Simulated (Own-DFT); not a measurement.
Simulation results for SiC (4H silicon carbide, atoms displaced)

Computed with Own-DFT development build. A calculation, not a measurement: plane-wave PBE density functional theory by an unreviewed code, no spin, of a simulated periodic cell, stress positive in tension, free energy of the whole cell less one offset for each atom, forces on such cells passed a denser k mesh, this cell's mesh not checked; offsets are fitted by least squares, one for each functional and potential file, so energies compare only between cells with the same atoms and settings and are not formation energies; the far tail of each file's local potential was reset to the Coulomb form; each entry is a single point on an unrelaxed cell, so the pressure reflects the starting lattice, mostly measured values (interpolated for alloys), from which strain is counted, and rises with the displacements; printed positions are rounded, which can move forces by about a meV/angstrom; the program, named Own-DFT, is a retired in-house code; no spin-orbit coupling.

Settings shared by all entries: functional PBE; potential files PseudoDojo norm-conserving, scalar-relativistic, standard set; wave cutoff 42 hartree; occupations Fermi-Dirac; smearing width 0.1 eV; hardware one NVIDIA H200; k mesh 3 x 3 x 3 centred on Gamma.

```json
{"entry": 1, "formula": "SiC", "kind": "4H silicon carbide, atoms displaced", "structure": {"cell_angstrom": [[12.3308, 0.0, 0.0], [-6.1654, 10.6788, 0.0], [0.0, 0.0, 10.0681]], "atoms_fractional": [["Si", 0.99851, 0.9944, 0.4063], ["Si", 0.07337, 0.16009, 0.15741], ["C", 0.99859, 7e-05, 0.08752], ["C", 0.08914, 0.17214, 0.35125], ["Si", 0.99718, 0.25169, 0.41072], ["Si", 0.07943, 0.42011, 0.15062], ["C", 0.0021, 0.24682, 0.08522], ["C", 0.08536, 0.42339, 0.35523], ["Si", 0.99611, 0.49858, 0.40882], ["Si", 0.07927, 0.66256, 0.15899], ["C", 0.99944, 0.50489, 0.09005], ["C", 0.07784, 0.66622, 0.34575], ["Si", 0.00211, 0.75307, 0.41831], ["Si", 0.07367, 0.91478, 0.15289], ["C", 0.00546, 0.75617, 0.08964], ["C", 0.07871, 0.91545, 0.34509], ["Si", 0.25658, 0.0011, 0.40611], ["Si", 0.34209, 0.16926, 0.16902], ["C", 0.25166, 0.0042, 0.1047], ["C", 0.33051, 0.16407, 0.33875], ["Si", 0.2542, 0.24424, 0.39791], ["Si", 0.33036, 0.41923, 0.15734], ["C", 0.25184, 0.25718, 0.09471], ["C", 0.32789, 0.41376, 0.34169], ["Si", 0.24695, 0.50044, 0.4074], ["Si", 0.32414, 0.66252, 0.15156], ["C", 0.2544, 0.50745, 0.09154], ["C", 0.33378, 0.6663, 0.34621], ["Si", 0.25331, 0.75292, 0.39971], ["Si", 0.3385, 0.9195, 0.15107], ["C", 0.2571, 0.7512, 0.08244], ["C", 0.33077, 0.91522, 0.34605], ["Si", 0.49572, 0.00103, 0.39346], ["Si", 0.58385, 0.17034, 0.16165], ["C", 0.4959, 0.99583, 0.10632], ["C", 0.58512, 0.17184, 0.34397], ["Si", 0.50508, 0.24756, 0.41478], ["Si", 0.58374, 0.4191, 0.15816], ["C", 0.49754, 0.25318, 0.08661], ["C", 0.58599, 0.41315, 0.35046], ["Si", 0.50109, 0.50395, 0.39174], ["Si", 0.58766, 0.66334, 0.15174], ["C", 0.50351, 0.49587, 0.09314], ["C", 0.58042, 0.67108, 0.32975], ["Si", 0.49308, 0.75119, 0.40374], ["Si", 0.58513, 0.91614, 0.16122], ["C", 0.50019, 0.75152, 0.08862], ["C", 0.58651, 0.92068, 0.34703], ["Si", 0.74733, 0.99898, 0.39952], ["Si", 0.83879, 0.17397, 0.15717], ["C", 0.7549, 0.00559, 0.09203], ["C", 0.83119, 0.16947, 0.33855], ["Si", 0.75008, 0.25551, 0.40984], ["Si", 0.81744, 0.40833, 0.15615], ["C", 0.75267, 0.25655, 0.08676], ["C", 0.82575, 0.40782, 0.36098], ["Si", 0.75622, 0.51067, 0.41103], ["Si", 0.84002, 0.6676, 0.16308], ["C", 0.74669, 0.49107, 0.08559], ["C", 0.83179, 0.66952, 0.3599], ["Si", 0.75804, 0.74689, 0.40114], ["Si", 0.83849, 0.91884, 0.15683], ["C", 0.75085, 0.75516, 0.08469], ["C", 0.82935, 0.90855, 0.34457], ["Si", 0.99162, 0.99512, 0.89959], ["Si", 0.91191, 0.82369, 0.65875], ["C", 0.99719, 0.99298, 0.59325], ["C", 0.90482, 0.83074, 0.83672], ["Si", 0.99336, 0.73686, 0.90654], ["Si", 0.91063, 0.57827, 0.66069], ["C", 0.00097, 0.74897, 0.59295], ["C", 0.90857, 0.57695, 0.84824], ["Si", 0.996, 0.49514, 0.91253], ["Si", 0.91697, 0.33337, 0.65964], ["C", 0.00206, 0.49869, 0.59751], ["C", 0.91812, 0.34086, 0.84613], ["Si", 0.00871, 0.25743, 0.90205], ["Si", 0.92433, 0.08847, 0.65038], ["C", 0.99464, 0.2521, 0.59895], ["C", 0.90993, 0.08457, 0.84441], ["Si", 0.75024, 0.99834, 0.90395], ["Si", 0.66884, 0.83778, 0.66089], ["C", 0.75123, 0.98779, 0.58304], ["C", 0.65306, 0.83463, 0.84163], ["Si", 0.75478, 0.76306, 0.89971], ["Si", 0.6623, 0.57658, 0.64796], ["C", 0.74647, 0.75624, 0.59802], ["C", 0.6677, 0.58254, 0.83916], ["Si", 0.75519, 0.50668, 0.90801], ["Si", 0.67831, 0.33755, 0.64653], ["C", 0.74318, 0.49224, 0.59317], ["C", 0.66727, 0.33885, 0.83489], ["Si", 0.74611, 0.25181, 0.91347], ["Si", 0.65987, 0.08254, 0.66034], ["C", 0.75425, 0.25302, 0.58839], ["C", 0.66163, 0.08364, 0.8461], ["Si", 0.48664, 0.98859, 0.91611], ["Si", 0.41381, 0.83318, 0.66193], ["C", 0.50381, 0.00609, 0.5962], ["C", 0.41555, 0.839, 0.84568], ["Si", 0.50121, 0.74724, 0.9082], ["Si", 0.40832, 0.58464, 0.65884], ["C", 0.50153, 0.76268, 0.58577], ["C", 0.41935, 0.58251, 0.85043], ["Si", 0.49948, 0.5041, 0.90711], ["Si", 0.41455, 0.32463, 0.65702], ["C", 0.50983, 0.49897, 0.60075], ["C", 0.41604, 0.33439, 0.83499], ["Si", 0.49393, 0.24696, 0.90553], ["Si", 0.42179, 0.08271, 0.65869], ["C", 0.49636, 0.24766, 0.59232], ["C", 0.41692, 0.08609, 0.83751], ["Si", 0.25582, 0.0068, 0.9076], ["Si", 0.17372, 0.84005, 0.65727], ["C", 0.25048, 0.00597, 0.59958], ["C", 0.15983, 0.82843, 0.8388], ["Si", 0.2423, 0.75449, 0.91023], ["Si", 0.15643, 0.57871, 0.65518], ["C", 0.25519, 0.75843, 0.59864], ["C", 0.15522, 0.57687, 0.85286], ["Si", 0.25035, 0.50957, 0.90864], ["Si", 0.15523, 0.32623, 0.65085], ["C", 0.2487, 0.49322, 0.60065], ["C", 0.16868, 0.32572, 0.8425], ["Si", 0.25963, 0.25606, 0.91198], ["Si", 0.16835, 0.08966, 0.65216], ["C", 0.2476, 0.23914, 0.59995], ["C", 0.16425, 0.08865, 0.84924]]}, "results": {"free_energy_of_cell_above_offsets [eV]": "-6.744", "pressure [GPa]": 6.1, "stress_xx [GPa]": -5.44, "stress_yy [GPa]": -5.73, "stress_zz [GPa]": -7.13, "stress_yz [GPa]": -0.16, "stress_xz [GPa]": 0.56, "stress_xy [GPa]": -0.21, "force_element": ["Si", "Si", "C", "C", "Si", "Si", "C", "C", "Si", "Si", "C", "C", "Si", "Si", "C", "C", "Si", "Si", "C", "C", "Si", "Si", "C", "C", "Si", "Si", "C", "C", "Si", "Si", "C", "C", "Si", "Si", "C", "C", "Si", "Si", "C", "C", "Si", "Si", "C", "C", "Si", "Si", "C", "C", "Si", "Si", "C", "C", "Si", "Si", "C", "C", "Si", "Si", "C", "C", "Si", "Si", "C", "C", "Si", "Si", "C", "C", "Si", "Si", "C", "C", "Si", "Si", "C", "C", "Si", "Si", "C", "C", "Si", "Si", "C", "C", "Si", "Si", "C", "C", "Si", "Si", "C", "C", "Si", "Si", "C", "C", "Si", "Si", "C", "C", "Si", "Si", "C", "C", "Si", "Si", "C", "C", "Si", "Si", "C", "C", "Si", "Si", "C", "C", "Si", "Si", "C", "C", "Si", "Si", "C", "C", "Si", "Si", "C", "C"], "force_x [eV/angstrom]": [-1.133, 2.284, -0.174, -1.81, 0.551, 1.509, -1.423, -0.851, 0.046, 0.479, -0.942, 0.703, 0.022, 2.334, -0.284, 1.599, -2.5, -2.072, 0.126, 2.54, -1.734, 0.848, 0.344, 0.578, 1.451, 2.671, -1.039, -1.583, -0.797, -2.88, -2.458, 0.536, 1.727, -0.241, 1.804, 0.461, -2.062, 0.875, 1.386, -0.48, 0.022, -1.52, -1.878, 1.244, 2.372, 0.647, 0.153, -1.732, 1.397, -0.303, -0.406, 0.525, 0.75, 2.612, -0.111, -0.102, -0.419, -1.451, -1.026, 4.43, -6.694, -1.614, 1.345, 0.459, 0.9, -0.879, 0.563, 3.786, -0.867, 0.598, 0.187, 2.406, -0.899, -1.166, -2.612, 0.266, -1.165, -1.574, 0.542, 1.725, -2.23, -1.281, -1.059, 3.381, -2.528, 1.529, 2.093, -0.558, -3.072, -2.658, 1.325, 0.374, -0.068, 2.47, 0.499, 0.128, 1.47, 0.841, -0.874, -0.146, -2.548, 3.364, 0.411, -2.385, 2.597, -0.742, -5.453, 0.565, 1.009, -1.458, 2.0, 0.344, -2.162, -1.19, 1.39, -0.604, 1.7, 2.849, -0.748, 0.982, 0.972, 3.424, -1.945, -0.966, -1.329, -0.405, -1.081, 0.848], "force_y [eV/angstrom]": [1.319, 1.924, -0.395, -1.809, 0.06, -0.732, 1.669, -1.444, 0.318, 1.94, -1.624, 0.038, 0.232, 1.466, -2.136, -0.354, -0.251, 0.268, -0.744, -0.073, 1.631, -0.17, -1.501, 0.58, -0.089, 2.221, -2.174, -0.295, -1.094, -1.541, 0.389, 0.103, 0.341, -0.066, 2.087, -0.968, 0.845, -1.328, -0.473, 1.236, -0.539, 1.169, 0.993, -0.396, 0.788, -0.195, -0.68, -0.87, -0.002, -0.925, -0.505, 0.097, -3.816, 1.954, -2.337, 4.839, -3.675, -0.118, 2.364, -1.236, 2.254, -0.49, -0.601, 1.914, 1.788, 1.612, 1.069, 0.836, 2.813, 0.435, -0.607, 0.881, 1.09, 0.462, -0.477, -2.518, -1.525, -2.924, -0.696, 0.399, 1.027, -1.138, 4.049, 0.876, -3.92, 2.939, -2.83, 1.312, -2.327, -2.438, 3.268, -0.775, -0.121, 0.312, -1.202, -0.222, 3.826, 1.68, -1.72, -3.396, 0.371, 0.493, -2.342, 0.967, -1.56, 1.988, -1.671, 0.197, 1.824, 0.565, -0.332, -1.07, -0.765, -0.477, -0.737, 1.265, -1.427, 1.955, -2.266, 2.198, -2.254, 0.628, 0.718, 2.456, -1.264, -4.373, 4.806, -1.127], "force_z [eV/angstrom]": [0.73, 0.01, 0.393, -1.105, -0.803, 1.127, 1.681, -2.237, 0.406, -0.581, 2.152, 0.059, -2.466, 0.946, 0.858, -0.456, 0.821, -4.704, -1.696, 3.285, 2.34, -0.484, 1.137, 0.681, 0.923, 0.861, 0.435, -1.399, 2.1, 1.575, 3.759, -1.544, 2.755, -1.964, -1.54, 0.136, -1.22, -0.02, 2.094, -1.473, 2.498, -1.375, 0.065, 2.556, -0.129, -1.117, 1.663, -1.123, 1.019, -1.778, 0.738, 1.395, -0.15, 1.486, 3.101, -3.67, 0.185, -1.543, 2.809, -3.432, 2.755, -0.19, 1.43, -1.094, -0.098, -1.513, 0.204, 1.141, -0.823, -0.554, 2.491, -0.979, -1.25, 0.544, -0.964, -0.057, -0.128, 0.976, -1.579, -1.198, 0.426, -1.557, 1.271, 0.185, 0.379, 2.674, -1.621, 0.909, -1.655, 2.337, -0.653, 1.517, -4.127, -0.554, 1.513, 1.099, -0.77, -0.833, -1.806, 0.049, 0.125, -0.173, 1.937, -1.191, -0.845, -0.987, -2.928, 2.639, -1.674, -1.222, 0.763, 2.572, 0.119, -0.447, -1.347, 1.659, -2.951, 1.708, -1.553, -1.709, -1.014, 1.861, -1.417, -0.266, -0.873, 2.584, -3.404, -0.634], "wall_time [s]": 518.6}}
{"entry": 2, "formula": "SiC", "kind": "4H silicon carbide, atoms displaced", "structure": {"cell_angstrom": [[12.3308, 0.0, 0.0], [-6.1654, 10.6788, 0.0], [0.0, 0.0, 10.0681]], "atoms_fractional": [["Si", 0.99885, 0.00191, 0.41677], ["Si", 0.09011, 0.16885, 0.15944], ["C", 0.00787, 0.00069, 0.08552], ["C", 0.07875, 0.16041, 0.33958], ["Si", 0.99795, 0.25007, 0.39734], ["Si", 0.08764, 0.41122, 0.16398], ["C", 0.00603, 0.24934, 0.10046], ["C", 0.08686, 0.41627, 0.338], ["Si", 0.99264, 0.49599, 0.40951], ["Si", 0.08097, 0.66255, 0.16035], ["C", 0.00502, 0.50157, 0.09967], ["C", 0.0897, 0.66916, 0.34511], ["Si", 0.99497, 0.75299, 0.40947], ["Si", 0.09213, 0.91684, 0.14951], ["C", 0.00521, 0.75282, 0.09388], ["C", 0.0856, 0.91423, 0.34894], ["Si", 0.25093, 0.00044, 0.40065], ["Si", 0.3351, 0.16447, 0.154], ["C", 0.25567, 0.99507, 0.10318], ["C", 0.32562, 0.16327, 0.34342], ["Si", 0.24986, 0.24854, 0.41694], ["Si", 0.32486, 0.40921, 0.15443], ["C", 0.24754, 0.25401, 0.09239], ["C", 0.34078, 0.41821, 0.33738], ["Si", 0.25797, 0.50264, 0.40821], ["Si", 0.3317, 0.66161, 0.1529], ["C", 0.25068, 0.49599, 0.09695], ["C", 0.32995, 0.66623, 0.34518], ["Si", 0.24875, 0.75173, 0.39531], ["Si", 0.33028, 0.91164, 0.16526], ["C", 0.2437, 0.7473, 0.08487], ["C", 0.32343, 0.90456, 0.33969], ["Si", 0.49885, 0.00244, 0.40614], ["Si", 0.5755, 0.16133, 0.15469], ["C", 0.5022, 0.99677, 0.09556], ["C", 0.58259, 0.16128, 0.34663], ["Si", 0.50536, 0.24851, 0.39823], ["Si", 0.59152, 0.42989, 0.157], ["C", 0.49718, 0.2479, 0.09421], ["C", 0.58243, 0.42125, 0.34275], ["Si", 0.50261, 0.49807, 0.39906], ["Si", 0.58315, 0.66773, 0.156], ["C", 0.51459, 0.52438, 0.1016], ["C", 0.59149, 0.6644, 0.34222], ["Si", 0.49337, 0.74493, 0.40362], ["Si", 0.58017, 0.91357, 0.16534], ["C", 0.4956, 0.74052, 0.09558], ["C", 0.58619, 0.92398, 0.34653], ["Si", 0.75331, 0.99628, 0.41394], ["Si", 0.84227, 0.17501, 0.16201], ["C", 0.7522, 0.99949, 0.0912], ["C", 0.82933, 0.16073, 0.3436], ["Si", 0.74806, 0.24768, 0.40011], ["Si", 0.82781, 0.41486, 0.1592], ["C", 0.74442, 0.25096, 0.10411], ["C", 0.83437, 0.41847, 0.34174], ["Si", 0.74829, 0.49752, 0.39841], ["Si", 0.83182, 0.66926, 0.1523], ["C", 0.74911, 0.49747, 0.1046], ["C", 0.83902, 0.67326, 0.35372], ["Si", 0.75089, 0.75223, 0.39631], ["Si", 0.8335, 0.9194, 0.15859], ["C", 0.75165, 0.74501, 0.09082], ["C", 0.82446, 0.9054, 0.3398], ["Si", 0.99748, 0.99995, 0.90396], ["Si", 0.91554, 0.8343, 0.64972], ["C", 0.98913, 0.99823, 0.60145], ["C", 0.91626, 0.83143, 0.83672], ["Si", 0.99501, 0.74305, 0.90631], ["Si", 0.91538, 0.58739, 0.65483], ["C", 0.99948, 0.75204, 0.59619], ["C", 0.91538, 0.58773, 0.84073], ["Si", 0.00016, 0.50725, 0.90858], ["Si", 0.91677, 0.33629, 0.66092], ["C", 0.00289, 0.51249, 0.59843], ["C", 0.92132, 0.3415, 0.8466], ["Si", 0.01156, 0.25896, 0.91473], ["Si", 0.91597, 0.0768, 0.6526], ["C", 0.99431, 0.24847, 0.58928], ["C", 0.92023, 0.08509, 0.83705], ["Si", 0.74732, 0.00231, 0.90338], ["Si", 0.67286, 0.83945, 0.66212], ["C", 0.74476, 0.99829, 0.59088], ["C", 0.67283, 0.84235, 0.85238], ["Si", 0.75311, 0.75108, 0.90932], ["Si", 0.65986, 0.58138, 0.6698], ["C", 0.74662, 0.75108, 0.58857], ["C", 0.67118, 0.59636, 0.84476], ["Si", 0.75058, 0.49993, 0.90609], ["Si", 0.6736, 0.34142, 0.65179], ["C", 0.74311, 0.49728, 0.5997], ["C", 0.66161, 0.32823, 0.85872], ["Si", 0.74658, 0.239, 0.89418], ["Si", 0.66377, 0.08385, 0.65785], ["C", 0.75074, 0.26327, 0.58149], ["C", 0.66149, 0.08463, 0.83546], ["Si", 0.49942, 0.9953, 0.89554], ["Si", 0.41874, 0.82237, 0.66216], ["C", 0.50064, 0.00193, 0.58719], ["C", 0.41558, 0.84099, 0.84203], ["Si", 0.4982, 0.74941, 0.90705], ["Si", 0.41526, 0.58046, 0.66424], ["C", 0.5035, 0.74534, 0.59892], ["C", 0.40946, 0.58997, 0.84755], ["Si", 0.48752, 0.49276, 0.90316], ["Si", 0.41409, 0.32953, 0.65777], ["C", 0.50952, 0.5011, 0.58988], ["C", 0.41175, 0.33173, 0.83728], ["Si", 0.49218, 0.2571, 0.90979], ["Si", 0.42158, 0.08497, 0.65685], ["C", 0.50692, 0.24895, 0.58735], ["C", 0.41017, 0.06927, 0.8426], ["Si", 0.24247, 0.99088, 0.91292], ["Si", 0.17223, 0.83388, 0.65503], ["C", 0.24644, 0.00048, 0.60148], ["C", 0.17036, 0.83612, 0.8523], ["Si", 0.23737, 0.74409, 0.90552], ["Si", 0.17391, 0.58419, 0.65272], ["C", 0.25416, 0.75663, 0.60089], ["C", 0.16202, 0.59053, 0.84508], ["Si", 0.26177, 0.50689, 0.90364], ["Si", 0.16288, 0.32379, 0.65742], ["C", 0.24847, 0.49596, 0.59156], ["C", 0.16694, 0.33071, 0.8391], ["Si", 0.24879, 0.24422, 0.89104], ["Si", 0.16492, 0.08231, 0.6585], ["C", 0.25232, 0.25401, 0.58116], ["C", 0.18034, 0.09443, 0.8327]]}, "results": {"free_energy_of_cell_above_offsets [eV]": "-6.008", "pressure [GPa]": 6.24, "stress_xx [GPa]": -4.07, "stress_yy [GPa]": -7.46, "stress_zz [GPa]": -7.2, "stress_yz [GPa]": -1.06, "stress_xz [GPa]": 0.25, "stress_xy [GPa]": 0.2, "force_element": ["Si", "Si", "C", "C", "Si", "Si", "C", "C", "Si", "Si", "C", "C", "Si", "Si", "C", "C", "Si", "Si", "C", "C", "Si", "Si", "C", "C", "Si", "Si", "C", "C", "Si", "Si", "C", "C", "Si", "Si", "C", "C", "Si", "Si", "C", "C", "Si", "Si", "C", "C", "Si", "Si", "C", "C", "Si", "Si", "C", "C", "Si", "Si", "C", "C", "Si", "Si", "C", "C", "Si", "Si", "C", "C", "Si", "Si", "C", "C", "Si", "Si", "C", "C", "Si", "Si", "C", "C", "Si", "Si", "C", "C", "Si", "Si", "C", "C", "Si", "Si", "C", "C", "Si", "Si", "C", "C", "Si", "Si", "C", "C", "Si", "Si", "C", "C", "Si", "Si", "C", "C", "Si", "Si", "C", "C", "Si", "Si", "C", "C", "Si", "Si", "C", "C", "Si", "Si", "C", "C", "Si", "Si", "C", "C", "Si", "Si", "C", "C"], "force_x [eV/angstrom]": [0.594, -0.504, -0.577, 0.315, 0.391, -1.379, -0.477, -0.411, 2.063, 0.236, -1.01, -2.752, 3.236, -2.105, -0.978, -1.592, -0.39, -1.569, -1.264, 1.898, -0.328, 2.24, 2.396, -1.469, -0.857, -1.116, -0.487, 0.641, 0.707, 1.908, 1.371, 0.978, 0.146, 1.475, -1.07, -0.909, -1.939, -2.083, -0.624, 2.203, -0.793, 0.83, -0.609, -2.917, 1.988, 0.891, -0.5, 0.268, -1.474, -1.912, -0.867, 0.611, 0.476, 2.135, 1.609, -0.651, -0.356, 2.301, 0.549, -1.347, 0.376, 1.262, -1.612, 0.853, 0.796, -0.64, 4.093, 0.214, 0.321, -0.75, 0.629, 0.11, 0.025, -0.035, 1.333, 0.039, -1.825, -3.928, 0.997, -1.095, 1.319, -0.242, 0.788, -0.59, -0.385, 1.934, 0.635, -0.686, -0.56, -1.51, 0.74, 0.003, -0.69, -0.112, 2.254, 1.571, -1.17, -1.493, 0.358, 1.209, -0.117, 0.736, -0.455, 4.379, 1.496, 1.743, -3.114, -0.162, 3.211, -1.06, -1.595, -1.094, 1.621, -1.854, 1.213, -2.424, 2.183, -2.323, 1.622, 2.387, -5.692, -1.51, 0.803, 0.953, -1.458, 0.126, -0.167, -1.128], "force_y [eV/angstrom]": [-1.423, -1.865, 0.292, 1.081, -0.208, 1.701, 0.231, 0.221, 1.76, 0.846, -1.579, -1.49, -0.044, -0.23, -1.486, 1.067, -0.899, 0.459, 1.643, 0.922, 0.255, 2.765, -1.867, -0.975, -1.111, 0.545, 0.245, -0.204, -1.971, -0.645, -0.167, 4.217, -1.857, 0.124, -0.365, 1.172, 0.332, -1.957, 1.655, -1.908, 1.308, 4.97, -9.867, 0.084, 1.336, 0.402, 2.242, -1.943, -0.073, -2.067, 0.93, 0.782, 0.399, 0.296, -0.969, -1.054, 1.473, -0.175, 2.006, -2.228, -2.168, -0.608, 2.056, 4.11, -0.102, -1.666, -0.14, 0.577, 2.754, -0.128, 0.442, -1.729, -0.857, 0.621, -2.23, -1.615, -1.644, 3.054, -0.232, 0.74, 1.243, -1.625, 0.868, -2.469, 2.03, 1.613, 0.012, -3.86, -0.123, -2.124, 2.717, 1.033, 3.822, 0.865, -2.097, -1.622, 1.726, 2.43, -1.201, -4.18, 2.52, -0.076, -0.019, -0.18, 3.345, 0.795, -1.419, 0.947, -3.093, -0.613, 0.358, 2.818, 2.422, 0.538, 0.208, -1.932, 2.733, 0.94, -1.781, -2.833, -2.835, 1.352, -0.154, 1.523, 2.522, -0.038, -1.147, -4.329], "force_z [eV/angstrom]": [-2.353, -1.082, 1.625, 2.053, 1.458, -2.574, -0.713, 3.264, -0.182, -0.321, -0.805, 0.19, 0.258, 2.024, -0.215, -0.928, 1.979, 0.835, -1.865, -0.241, -6.748, 0.578, -1.886, 1.627, -1.03, 0.334, -1.412, -0.711, 3.642, -3.458, 2.595, 1.571, 0.012, 0.133, -0.723, -1.754, 1.098, 0.046, 0.221, -0.694, 1.485, 1.838, -4.059, -0.361, 0.825, -1.861, -0.204, 0.86, -2.371, -1.369, 0.536, 0.767, 0.146, -0.826, -1.889, 0.467, 2.211, 1.833, -2.376, -2.513, 3.102, -1.902, 0.689, 0.716, -0.942, 1.034, -1.956, 1.188, 0.039, -0.03, -0.365, 0.732, 0.581, -1.548, -0.852, 0.393, -1.448, 1.132, 0.14, 1.572, 0.935, -0.582, 1.851, -1.16, -0.366, -3.577, 0.717, 1.388, 0.654, 1.717, -1.309, -2.468, 3.397, -3.285, 2.306, 0.936, 3.002, -1.554, 1.532, 0.59, 0.682, -2.428, -0.511, -1.538, 1.721, -3.249, 1.151, 1.096, -0.366, -0.164, 0.989, 0.69, -0.794, 1.38, -2.17, -1.997, 0.198, 0.642, -2.158, -1.209, 1.914, -1.755, 1.018, 0.757, 3.495, -2.306, 6.499, 2.43], "wall_time [s]": 552.0}}
```
